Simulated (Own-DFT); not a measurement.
# What a defect does to the pressure of its cell: zincblende GaAs

No measurement is shown. These are fixed-geometry runs of a retired plane-wave code named Own-DFT, which no person has reviewed; spin and spin-orbit coupling are neglected.

All runs used: PBE; PseudoDojo norm-conserving scalar-relativistic files; cutoff 42 hartree; 3 x 3 x 3 k mesh centred on Gamma; Fermi-Dirac smearing of 0.1 eV.

Known weak points (not all hold for every row): not probed for a lower state with spin; forces not confirmed at this smearing and k mesh; stress not checked against mesh or cutoff.

All runs share one cell, with vectors in Å (10.862, 0.000, 0.000); (0.000, 10.862, 0.000); (0.000, 0.000, 11.796) and a volume of 1391.7 Å³, strained against the parent crystal. The atoms are randomly displaced, by u rms on each axis. The defect's site can differ from row to row.

```
cell,formula,u (Å),P (GPa)
no defect,As32Ga32,0.0282,6.66
no defect,As32Ga32,0.0326,6.72
no defect,As32Ga32,0.0538,7.20
one In on a Ga site,As32Ga31In,0.0285,7.45
one In on a Ga site,As32Ga31In,0.0312,7.49
one In on a Ga site,As32Ga31In,0.0323,7.44
one P on an As site,As31Ga32P,0.0288,6.35
one P on an As site,As31Ga32P,0.0298,6.38
one P on an As site,As31Ga32P,0.0496,6.63
one P on an As site,As31Ga32P,0.0506,?
one Al on a Ga site,AlAs32Ga31,0.0296,6.65
one Al on a Ga site,AlAs32Ga31,0.0465,6.99
one Al on a Ga site,AlAs32Ga31,0.0482,6.98
one As vacancy and one Ga vacancy,As31Ga31,0.0297,5.77
one As vacancy and one Ga vacancy,As31Ga31,0.0319,5.95
one As vacancy and one Ga vacancy,As31Ga31,0.0447,6.29
```

## Worked fit

P = P0 + c u² + a shift for each defect gives P0 = 6.47 GPa, c = 248 ± 29 GPa/Å² and a scatter of 0.07 GPa. The shifts, and each times the cell's volume:

- one In on a Ga site: 0.76 ± 0.06 GPa, 6.6 eV
- one Al on a Ga site: -0.04 ± 0.06 GPa, -0.3 eV (not resolved)
- one P on an As site: -0.36 ± 0.06 GPa, -3.2 eV
- one As vacancy and one Ga vacancy: -0.79 ± 0.06 GPa, -6.9 eV

Against the defect-free cell, a freed cell would be larger where the shift is positive and smaller where it is negative (160.2 GPa Å³ is 1 eV). The atoms around the defects weren't relaxed, which would change these numbers.

## The run left out

Q: what pressure belongs in the blank (one P on an As site, u = 0.0506 Å)?

The fitted form gives 6.74 ± 0.09 GPa. The hidden result is 6.76 GPa.
